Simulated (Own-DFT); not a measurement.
# What it costs to cut wurtzite AlN, m plane (10-10)

Source: density functional calculations with Own-DFT, an unreviewed in-house program that is no longer used. Nothing was measured or relaxed, and spin and spin-orbit coupling are left out.

Known weak points (not all hold for every row): some atoms lie very close together; forces not confirmed at this smearing and k mesh; k mesh not checked against a denser one.

Both sets of runs: PBE; PseudoDojo norm-conserving scalar-relativistic files; cutoff 42 hartree; Gaussian smearing of 0.01 eV. The slab has 128 atoms in 16 layers, two equal faces of 62.02 Å² as cut, 15 Å of vacuum, a dipole correction along the normal and a 6 x 3 x 1 mesh. The bulk cell has 128 atoms, the same measured lattice constants and a 3 x 3 x 3 mesh. All atoms were moved at random; u is the rms move along one axis. Energies are counted from -174.06 eV for each atom.

```
slab run   u (Å)  E (eV, cell)
       1  0.0494        28.463
       2  0.0499        28.732
       3  0.0502        28.437
       4  0.0509        29.860
       5  0.0515        28.729
       6  0.0522        30.048
       7  0.0526        29.480
       8  0.0922        51.739
       9  0.0999        62.113
      10  0.1004        60.336
      11  0.1017        60.884
      12  0.1062        69.881
```

| bulk run | u (Å) | E (meV/atom) |
|---|---|---|
| 1 | 0.0193 | -2.52 |
| 2 | 0.0194 | -2.05 |
| 3 | 0.0195 | -2.99 |
| 4 | 0.0199 | -2.07 |
| 5 | 0.0209 | -0.85 |
| 6 | 0.0966 | 310.98 |
| 7 | 0.0976 | 290.15 |
| 8 | 0.0995 | 323.34 |
| 9 | 0.0999 | 325.02 |
| 10 | 0.1020 | 291.03 |

The question: what is the energy of the unrelaxed surface?

## Answer

Take each set to u = 0 with E = a + b u². Rows are weighted down as u grows, with residuals divided by u² + 0.0006 Å². Slab: a = 17.99 ± 0.43 eV. Bulk: a = -15.0 ± 0.8 meV/atom. The excess is 17.99 - 128 x (-0.0150) = 19.91 ± 0.44 eV. Over two faces that is 161 meV/Å², or 2.57 ± 0.06 J/m². Relaxing the faces would lower the energy, and the unlike meshes and the reach from the smallest u down to zero add errors that aren't counted here.
